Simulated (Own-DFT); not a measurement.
GaP (zincblende, atoms displaced), GaN (wurtzite, strained, atoms displaced) (calculated)

All values are calculated (Own-DFT development build). A calculation, not a measurement: plane-wave PBE density functional theory by an unreviewed code, no spin, of a simulated periodic cell, stress positive in tension, free energy of the whole cell less one offset for each atom, forces on such cells passed a denser k mesh, this cell's mesh not checked; offsets are fitted by least squares, one for each functional and potential file, so energies compare only between cells with the same atoms and settings and are not formation energies; the far tail of each file's local potential was reset to the Coulomb form; each entry is a single point on an unrelaxed cell, so the pressure reflects the starting lattice, mostly measured values (interpolated for alloys), from which strain is counted, and rises with the displacements; printed positions are rounded, which can move forces by about a meV/angstrom; the program, named Own-DFT, is a retired in-house code; no spin-orbit coupling.

Settings shared by all entries: functional PBE; potential files PseudoDojo norm-conserving, scalar-relativistic, standard set; wave cutoff 42 hartree; occupations Fermi-Dirac; smearing width 0.1 eV.

(1) GaP (zincblende, atoms displaced)

```cif
# cell vector a (Å): 16.3515 0.0000 0.0000
# cell vector b (Å): 0.0000 10.9010 0.0000
# cell vector c (Å): 0.0000 0.0000 10.9010
data_GaP
_symmetry_space_group_name_H-M 'P 1'
_symmetry_Int_Tables_number 1
_cell_length_a 16.3515
_cell_length_b 10.9010
_cell_length_c 10.9010
_cell_angle_alpha 90.000
_cell_angle_beta 90.000
_cell_angle_gamma 90.000
_cell_volume 1943.08
loop_
_atom_site_label
_atom_site_type_symbol
_atom_site_fract_x
_atom_site_fract_y
_atom_site_fract_z
_atom_site_occupancy
Ga1 Ga 0.99006 0.00643 0.01666 1
Ga2 Ga 0.00562 0.24097 0.25451 1
Ga3 Ga 0.15310 0.00473 0.22972 1
Ga4 Ga 0.15928 0.25274 0.00077 1
P1 P 0.08397 0.12948 0.13592 1
P2 P 0.08837 0.37887 0.38966 1
P3 P 0.24655 0.12268 0.37043 1
P4 P 0.25717 0.37264 0.13165 1
Ga5 Ga 0.00944 0.00722 0.51389 1
Ga6 Ga 0.00821 0.25920 0.73755 1
Ga7 Ga 0.17039 0.99276 0.77214 1
Ga8 Ga 0.16530 0.24864 0.51449 1
P5 P 0.08814 0.12778 0.62953 1
P6 P 0.06965 0.36158 0.88117 1
P7 P 0.23627 0.12303 0.90114 1
P8 P 0.24621 0.37676 0.64211 1
Ga9 Ga 0.01090 0.48729 0.01180 1
Ga10 Ga 0.98669 0.74561 0.28430 1
Ga11 Ga 0.16638 0.52427 0.23545 1
Ga12 Ga 0.15831 0.73749 0.01065 1
P9 P 0.10060 0.60737 0.09079 1
P10 P 0.08101 0.87734 0.34704 1
P11 P 0.25873 0.61812 0.37596 1
P12 P 0.25169 0.87752 0.08665 1
Ga13 Ga 0.99631 0.49492 0.48206 1
Ga14 Ga 0.99637 0.76596 0.72214 1
Ga15 Ga 0.14874 0.50835 0.75676 1
Ga16 Ga 0.16312 0.75477 0.47986 1
P13 P 0.08463 0.63915 0.64255 1
P14 P 0.08330 0.88934 0.88103 1
P15 P 0.25874 0.61719 0.87561 1
P16 P 0.25420 0.87802 0.61513 1
Ga17 Ga 0.34106 0.99650 0.00280 1
Ga18 Ga 0.32881 0.25948 0.22902 1
Ga19 Ga 0.49295 0.00063 0.25729 1
Ga20 Ga 0.50278 0.23840 0.01249 1
P17 P 0.41692 0.11928 0.13702 1
P18 P 0.40360 0.36680 0.38596 1
P19 P 0.59133 0.11937 0.37952 1
P20 P 0.59029 0.36822 0.12707 1
Ga21 Ga 0.34758 0.99878 0.50580 1
Ga22 Ga 0.34328 0.24609 0.74856 1
Ga23 Ga 0.50868 0.97919 0.73823 1
Ga24 Ga 0.49695 0.27404 0.48530 1
P21 P 0.40861 0.11816 0.61165 1
P22 P 0.43505 0.36301 0.89158 1
P23 P 0.57526 0.13078 0.87371 1
P24 P 0.57764 0.38713 0.62561 1
Ga25 Ga 0.32483 0.51550 0.98755 1
Ga26 Ga 0.35468 0.76347 0.26021 1
Ga27 Ga 0.49570 0.49983 0.24542 1
Ga28 Ga 0.51098 0.72831 0.97245 1
P25 P 0.41129 0.64747 0.10083 1
P26 P 0.43477 0.87198 0.38703 1
P27 P 0.56656 0.61837 0.34921 1
P28 P 0.58611 0.87127 0.10915 1
Ga29 Ga 0.32003 0.50295 0.49967 1
Ga30 Ga 0.32388 0.71919 0.74552 1
Ga31 Ga 0.50029 0.49188 0.74782 1
Ga32 Ga 0.50939 0.75680 0.50878 1
P29 P 0.41490 0.63126 0.63699 1
P30 P 0.40648 0.87314 0.87175 1
P31 P 0.57735 0.61662 0.88774 1
P32 P 0.58420 0.87990 0.62065 1
Ga33 Ga 0.67654 0.99893 0.02228 1
Ga34 Ga 0.67386 0.25939 0.24839 1
Ga35 Ga 0.82649 0.00458 0.24053 1
Ga36 Ga 0.81828 0.26515 0.99458 1
P33 P 0.74810 0.12166 0.14006 1
P34 P 0.74867 0.37555 0.36304 1
P35 P 0.92504 0.15910 0.36920 1
P36 P 0.90512 0.36749 0.12125 1
Ga37 Ga 0.65620 0.00040 0.49373 1
Ga38 Ga 0.65536 0.24125 0.74806 1
Ga39 Ga 0.83123 0.99570 0.74291 1
Ga40 Ga 0.84337 0.26168 0.49645 1
P37 P 0.75769 0.10539 0.64566 1
P38 P 0.76871 0.36846 0.88380 1
P39 P 0.91995 0.15140 0.87462 1
P40 P 0.91002 0.38606 0.62370 1
Ga41 Ga 0.66313 0.51771 0.01028 1
Ga42 Ga 0.66279 0.75235 0.25345 1
Ga43 Ga 0.82444 0.50671 0.22717 1
Ga44 Ga 0.82953 0.76416 0.98644 1
P41 P 0.74756 0.62460 0.13014 1
P42 P 0.74672 0.89560 0.37312 1
P43 P 0.91599 0.60670 0.38696 1
P44 P 0.91009 0.91182 0.11915 1
Ga45 Ga 0.66437 0.48968 0.49134 1
Ga46 Ga 0.64884 0.75595 0.74440 1
Ga47 Ga 0.83365 0.49952 0.73948 1
Ga48 Ga 0.81423 0.75446 0.51838 1
P45 P 0.75382 0.63377 0.64308 1
P46 P 0.74904 0.85893 0.86184 1
P47 P 0.90252 0.65684 0.88985 1
P48 P 0.92172 0.90197 0.60649 1
```

- k mesh: 2 x 3 x 3 centred on Gamma
- free energy of cell above offsets: -16.726 eV
- pressure: 8.35 GPa
- stress xx: -8.3 GPa
- stress yy: -8.87 GPa
- stress zz: -7.87 GPa
- stress yz: 2.02 GPa
- stress xz: -0.28 GPa
- stress xy: 2.29 GPa

Force:
```
element  x (eV/Å)  y (eV/Å)  z (eV/Å)
     Ga     3.635     3.364    -3.913
     Ga     1.566     3.839     -1.65
     Ga      4.66    -2.014     1.377
     Ga     0.396     0.781     1.361
      P    -2.075     1.936    -3.203
      P     0.585    -0.004    -2.137
      P     0.188    -0.293    -0.133
      P    -3.841     3.821    -3.701
     Ga     0.851     1.603    -3.437
     Ga    -2.286    -0.828    -0.631
     Ga     1.028     0.725    -1.998
     Ga     1.669     0.343    -1.202
      P     0.549    -0.904     1.249
      P     2.053     1.418    -0.515
      P     3.198    -0.041    -1.758
      P    -0.073      0.27    -0.162
     Ga    -4.112      0.11    -0.472
     Ga    -0.274      0.71    -2.137
     Ga     1.882    -2.606     2.784
     Ga     4.173     6.288    -4.946
      P    -4.636    -2.821     4.054
      P    -0.103    -0.156     2.378
      P     -1.75      3.13    -2.509
      P    -1.491    -1.197      4.09
     Ga     1.941    -1.117     3.269
     Ga    -0.928     0.896     2.931
     Ga     2.101    -1.688     1.485
     Ga     0.838      0.03      0.98
      P    -0.448    -0.179    -3.437
      P    -2.097    -2.253     0.859
      P    -6.398     1.645    -2.089
      P     -0.92    -0.903     0.824
     Ga     0.142     1.815    -0.748
     Ga      2.25    -3.611     3.936
     Ga     2.555    -0.042    -0.551
     Ga      0.52    -0.305     0.985
      P    -0.436     0.669    -0.784
      P    -0.715     1.899    -2.439
      P    -2.715     3.171    -2.129
      P    -1.248     0.808    -0.299
     Ga    -3.613    -2.491    -3.371
     Ga    -0.999     0.219     1.437
     Ga    -3.766     2.921     2.933
     Ga      1.47    -2.723     1.539
      P     4.403     3.367     3.065
      P    -2.885     1.577    -1.553
      P      0.95    -2.308     0.194
      P     1.669    -1.711    -1.158
     Ga     3.968    -4.524       3.9
     Ga    -2.126     -0.74    -1.305
     Ga    -2.919    -2.263    -2.365
     Ga    -6.337      7.79     5.314
      P     0.878    -1.528     1.453
      P    -1.701     0.842     0.189
      P     3.363     2.542     4.012
      P    -1.282    -0.418     1.084
     Ga     1.816     -1.86     2.683
     Ga     0.093     4.198    -0.638
     Ga    -1.357     1.003     1.443
     Ga    -0.832    -2.994    -0.429
      P     1.932    -1.634    -2.286
      P     2.078    -1.177    -1.629
      P     5.229    -5.054    -6.755
      P     1.623    -0.905    -1.448
     Ga    -0.906    -0.472    -2.927
     Ga    -1.377    -1.687     0.303
     Ga      1.72     0.614     2.778
     Ga     5.386    -7.734     6.622
      P    -0.217     2.795    -1.973
      P     1.575      0.94      1.86
      P    -2.695    -4.707     2.701
      P     2.233     0.732     0.894
     Ga     3.055    -0.175     2.132
     Ga     1.786     0.622    -0.043
     Ga     3.532    -2.013      3.81
     Ga    -1.996    -0.707     0.193
      P    -4.388     4.527    -4.586
      P     -7.81     7.503    -7.791
      P    -0.694    -1.899     0.124
      P     2.567    -0.469    -0.399
     Ga     1.169     -2.38    -0.333
     Ga    -0.061     0.254    -0.381
     Ga     2.403     -2.07     2.323
     Ga    -2.187     2.138     4.701
      P    -0.927     3.564    -1.232
      P    -0.095    -2.376       0.5
      P     -3.89     2.348    -1.835
      P    -2.155    -5.742     2.197
     Ga     -0.12     1.401    -0.255
     Ga      1.81    -1.706     1.702
     Ga      0.15     0.992      3.01
     Ga     2.349       1.9     -2.31
      P    -3.222    -1.225    -0.342
      P    -1.696     2.517    -0.115
      P     5.525    -5.114    -4.378
      P    -2.714    -2.817     1.163
```

(2) GaN (wurtzite, strained, atoms displaced)

```cif
# cell vector a (Å): 12.9654 -0.0727 0.2051
# cell vector b (Å): -4.9092 8.4095 0.0397
# cell vector c (Å): 0.1667 0.1459 10.5267
data_GaN
_symmetry_space_group_name_H-M 'P 1'
_symmetry_Int_Tables_number 1
_cell_length_a 12.9672
_cell_length_b 9.7376
_cell_length_c 10.5290
_cell_angle_alpha 89.538
_cell_angle_beta 88.191
_cell_angle_gamma 120.587
_cell_volume 1143.49
loop_
_atom_site_label
_atom_site_type_symbol
_atom_site_fract_x
_atom_site_fract_y
_atom_site_fract_z
_atom_site_occupancy
Ga1 Ga 0.08191 0.21282 0.99978 1
Ga2 Ga 0.16559 0.12011 0.25729 1
N1 N 0.08026 0.22109 0.18646 1
N2 N 0.16629 0.11007 0.44195 1
Ga3 Ga 0.08580 0.22084 0.49953 1
Ga4 Ga 0.16583 0.11417 0.73874 1
N3 N 0.07725 0.21577 0.68453 1
N4 N 0.16712 0.10479 0.93406 1
Ga5 Ga 0.07741 0.55357 0.99463 1
Ga6 Ga 0.17372 0.45673 0.25632 1
N5 N 0.07324 0.54495 0.17849 1
N6 N 0.17132 0.44953 0.44465 1
Ga7 Ga 0.07905 0.54808 0.50033 1
Ga8 Ga 0.16582 0.44490 0.75079 1
N7 N 0.07794 0.55690 0.69145 1
N8 N 0.16659 0.45099 0.94385 1
Ga9 Ga 0.08788 0.88507 0.98755 1
Ga10 Ga 0.15444 0.75948 0.25458 1
N9 N 0.08158 0.89319 0.18591 1
N10 N 0.17064 0.77965 0.43610 1
Ga11 Ga 0.08465 0.89489 0.50491 1
Ga12 Ga 0.16787 0.78340 0.74725 1
N11 N 0.08165 0.89352 0.68379 1
N12 N 0.16843 0.77245 0.93485 1
Ga13 Ga 0.33752 0.22212 0.00130 1
Ga14 Ga 0.41727 0.10325 0.25104 1
N13 N 0.32810 0.22254 0.18895 1
N14 N 0.42367 0.11861 0.44505 1
Ga15 Ga 0.33557 0.22078 0.50613 1
Ga16 Ga 0.41468 0.10615 0.73659 1
N15 N 0.32295 0.21362 0.69101 1
N16 N 0.41971 0.11702 0.93996 1
Ga17 Ga 0.33547 0.56387 0.99615 1
Ga18 Ga 0.42087 0.45610 0.25216 1
N17 N 0.33415 0.56026 0.18860 1
N18 N 0.41542 0.44150 0.43406 1
Ga19 Ga 0.32690 0.55303 0.50918 1
Ga20 Ga 0.40917 0.43271 0.75567 1
N19 N 0.33083 0.55787 0.69202 1
N20 N 0.42142 0.45330 0.94798 1
Ga21 Ga 0.32952 0.88451 0.99818 1
Ga22 Ga 0.41330 0.78075 0.25322 1
N21 N 0.33712 0.89053 0.19194 1
N22 N 0.42626 0.79528 0.43511 1
Ga23 Ga 0.34270 0.89205 0.50167 1
Ga24 Ga 0.42157 0.77901 0.74468 1
N23 N 0.33343 0.88871 0.68854 1
N24 N 0.41354 0.78371 0.93055 1
Ga25 Ga 0.58124 0.21479 0.00477 1
Ga26 Ga 0.67509 0.12105 0.23637 1
N25 N 0.58453 0.22606 0.18579 1
N26 N 0.66853 0.10617 0.42685 1
Ga27 Ga 0.58527 0.22803 0.50180 1
Ga28 Ga 0.67418 0.11288 0.75042 1
N27 N 0.58507 0.22966 0.68412 1
N28 N 0.66212 0.10053 0.93828 1
Ga29 Ga 0.58539 0.55987 0.99668 1
Ga30 Ga 0.66360 0.43757 0.24881 1
N29 N 0.57744 0.54705 0.18639 1
N30 N 0.66812 0.44840 0.43340 1
Ga31 Ga 0.58140 0.55484 0.50074 1
Ga32 Ga 0.66438 0.43894 0.74753 1
N31 N 0.57612 0.55180 0.68711 1
N32 N 0.66567 0.44378 0.94205 1
Ga33 Ga 0.58603 0.89536 0.99642 1
Ga34 Ga 0.66704 0.77629 0.25008 1
N33 N 0.58293 0.88273 0.18539 1
N34 N 0.66400 0.78319 0.44373 1
Ga35 Ga 0.57924 0.89444 0.50345 1
Ga36 Ga 0.66290 0.76778 0.75008 1
N35 N 0.58057 0.88951 0.69298 1
N36 N 0.67175 0.78055 0.93227 1
Ga37 Ga 0.83291 0.22573 0.99516 1
Ga38 Ga 0.91736 0.11508 0.25559 1
N37 N 0.84299 0.22357 0.19519 1
N38 N 0.91336 0.09921 0.43403 1
Ga39 Ga 0.84363 0.22817 0.49718 1
Ga40 Ga 0.91511 0.11395 0.75647 1
N39 N 0.83572 0.23358 0.68859 1
N40 N 0.91813 0.11720 0.94604 1
Ga41 Ga 0.83266 0.55257 0.00067 1
Ga42 Ga 0.92099 0.45764 0.25318 1
N41 N 0.83053 0.55113 0.18254 1
N42 N 0.91157 0.43744 0.43465 1
Ga43 Ga 0.83909 0.55500 0.49388 1
Ga44 Ga 0.91851 0.44406 0.75151 1
N43 N 0.83848 0.56806 0.68811 1
N44 N 0.91636 0.43844 0.93230 1
Ga45 Ga 0.82995 0.88993 0.99750 1
Ga46 Ga 0.92020 0.78625 0.24985 1
N45 N 0.82420 0.88930 0.19021 1
N46 N 0.91807 0.78967 0.44000 1
Ga47 Ga 0.83631 0.88693 0.49724 1
Ga48 Ga 0.91385 0.77445 0.74621 1
N47 N 0.83660 0.89596 0.69624 1
N48 N 0.91445 0.78164 0.93557 1
```

* k mesh: 3 x 4 x 3 centred on Gamma
* free energy of cell above offsets: 24.166 eV
* pressure: -0.34 GPa
* stress xx: 0.62 GPa
* stress yy: 0.01 GPa
* stress zz: 0.39 GPa
* stress yz: 2.77 GPa
* stress xz: 3.64 GPa
* stress xy: -2.26 GPa

Force:
```
element  x (eV/Å)  y (eV/Å)  z (eV/Å)
     Ga     0.304     0.948       0.3
     Ga      0.35    -0.824    -1.254
      N     0.651     0.796     0.895
      N      0.47     0.826     0.127
     Ga    -0.827    -0.444    -0.175
     Ga     -1.83    -1.353     1.972
      N     0.317     1.327     0.439
      N    -0.055     1.133    -0.507
     Ga     0.724    -0.477     0.069
     Ga    -0.709    -1.484    -1.324
      N     1.765     1.376     1.248
      N    -1.044    -0.669    -0.652
     Ga    -0.099     1.256     0.558
     Ga    -0.868    -0.288     0.734
      N     1.621     0.424    -0.861
      N     0.564    -1.037     -0.97
     Ga    -1.405     0.061     1.393
     Ga     0.108     2.041    -1.115
      N     1.121     -0.33    -0.068
      N    -0.396    -0.493     0.947
     Ga     0.299    -1.097    -1.309
     Ga    -0.461     -0.54      -0.2
      N     0.854    -0.418     1.028
      N    -0.584     0.391    -0.266
     Ga    -0.973     0.101     0.492
     Ga    -1.266     1.199     0.244
      N     1.208     0.232     0.428
      N    -0.673    -0.626    -0.565
     Ga    -0.399     0.323    -1.387
     Ga     0.066      0.77     1.902
      N     2.401     1.444    -0.586
      N     0.132    -0.987     -0.94
     Ga    -0.263    -0.325     0.569
     Ga    -0.842    -1.626    -0.667
      N     0.074     0.428     0.012
      N    -0.562     0.453     1.604
     Ga     1.877     0.912    -0.995
     Ga      0.09     0.922       0.3
      N     0.732    -0.478    -0.104
      N    -0.736    -0.814    -1.492
     Ga     0.349     0.955     0.464
     Ga     1.366     0.023    -0.781
      N    -1.241    -0.875    -0.784
      N    -0.732    -2.278      0.72
     Ga    -1.493     0.119    -0.402
     Ga    -1.664    -0.303     1.149
      N     0.368    -0.297    -0.492
      N     1.059    -0.139     0.564
     Ga    -0.472     0.743     -1.13
     Ga    -0.211    -1.445      1.31
      N     0.422    -0.985     0.383
      N    -0.276     1.587     1.287
     Ga     1.442    -0.245    -1.215
     Ga     -1.57    -0.409    -0.216
      N     0.537    -1.171     0.556
      N     0.333     2.909    -0.568
     Ga      0.38    -0.162     0.771
     Ga    -0.514     1.068    -0.223
      N     1.392     1.226    -0.071
      N     0.393       0.2     0.665
     Ga    -0.114     0.525    -0.582
     Ga    -0.039     1.348     0.768
      N     0.524    -0.554     0.362
      N     0.419    -0.392     -0.82
     Ga    -0.097    -2.927     0.929
     Ga    -1.395      -0.7     0.693
      N    -0.461     0.778    -0.289
      N      0.59    -0.651    -0.176
     Ga     1.884     0.301    -0.394
     Ga     0.139     0.975    -0.589
      N      1.59     0.819    -0.767
      N    -1.125    -0.126     0.531
     Ga     0.446    -0.868     1.558
     Ga     0.318    -0.982    -1.327
      N    -1.611     1.371    -1.572
      N     0.494     2.294     1.412
     Ga    -1.296    -2.491    -0.042
     Ga    -0.043    -0.391    -0.124
      N     0.896    -0.945    -0.544
      N    -0.154    -0.383    -1.084
     Ga    -0.391     0.533    -0.866
     Ga    -1.171    -2.064    -1.114
      N     0.322     0.664     1.236
      N     1.093     1.595     0.382
     Ga    -1.682     0.824     0.866
     Ga    -1.505     0.716     -0.34
      N      0.04    -2.369    -0.892
      N    -0.861     0.979     0.685
     Ga     0.683     0.052     0.719
     Ga    -1.119    -0.374     -0.61
      N     2.292     0.511    -0.618
      N     1.933    -1.792    -0.659
     Ga    -2.236    -0.152     1.474
     Ga    -0.435     1.439     0.972
      N    -0.487    -0.587    -1.122
      N     0.957    -0.552     0.134
```
